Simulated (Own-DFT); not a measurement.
# One host, several defects: L1_0 TiAl

Source: density functional calculations with Own-DFT, an unreviewed in-house program that is no longer used. Nothing was measured or relaxed, and spin and spin-orbit coupling are left out.

Method: PBE; PseudoDojo norm-conserving scalar-relativistic files; cutoff 42 hartree; 4 x 4 x 4 k mesh centred on Gamma; cold (Marzari-Vanderbilt) smearing of 0.2 eV.

Keep in mind: forces on such cells failed a check on a denser k mesh; stress not checked against mesh or cutoff.

All runs share one cell, with vectors in Å (5.622, 5.622, 0.000); (-5.622, 5.622, 0.000); (0.000, 0.000, 8.133) and a volume of 514.0 Å³. u is the rms random offset of the atoms per axis. The defect's site can differ from row to row.

```
            cell   formula   u (Å)  P (GPa)
       no defect  Al16Ti16  0.0198     1.16
       no defect  Al16Ti16  0.0517     1.76
       no defect  Al16Ti16  0.0522     1.76
two Al vacancies  Al14Ti16  0.0331        ?
two Al vacancies  Al14Ti16  0.0345    -0.76
two Al vacancies  Al14Ti16  0.0439    -0.50
two Al vacancies  Al14Ti16  0.0456    -0.49
  one Ti vacancy  Al16Ti15  0.0282     0.39
  one Ti vacancy  Al16Ti15  0.0290     0.53
  one Ti vacancy  Al16Ti15  0.0292     0.55
```

## Working it out

P = P0 + c u² + a shift for each defect gives P0 = 1.04 GPa, c = 270 ± 28 GPa/Å² and a scatter of 0.06 GPa. The shifts, and each times the cell's volume:

- one Ti vacancy: -0.77 ± 0.05 GPa, -2.5 eV
- two Al vacancies: -2.09 ± 0.05 GPa, -6.7 eV (-3.4 eV for each of its 2 sites)

Positive is outwards. The product with the volume (160.2 GPa Å³ to the eV) is nearly free of the cell's size; divided by the bulk modulus at the cell's pressure it gives the volume that the defect adds. The atoms around the defects weren't relaxed, which would change these numbers.

## Prediction

Asked: what pressure belongs in the blank (two Al vacancies, u = 0.0331 Å)?

From the fit: -0.76 ± 0.07 GPa. DFT gave -0.52 GPa. This run lies off the fit, by chance or by something that the fit leaves out.
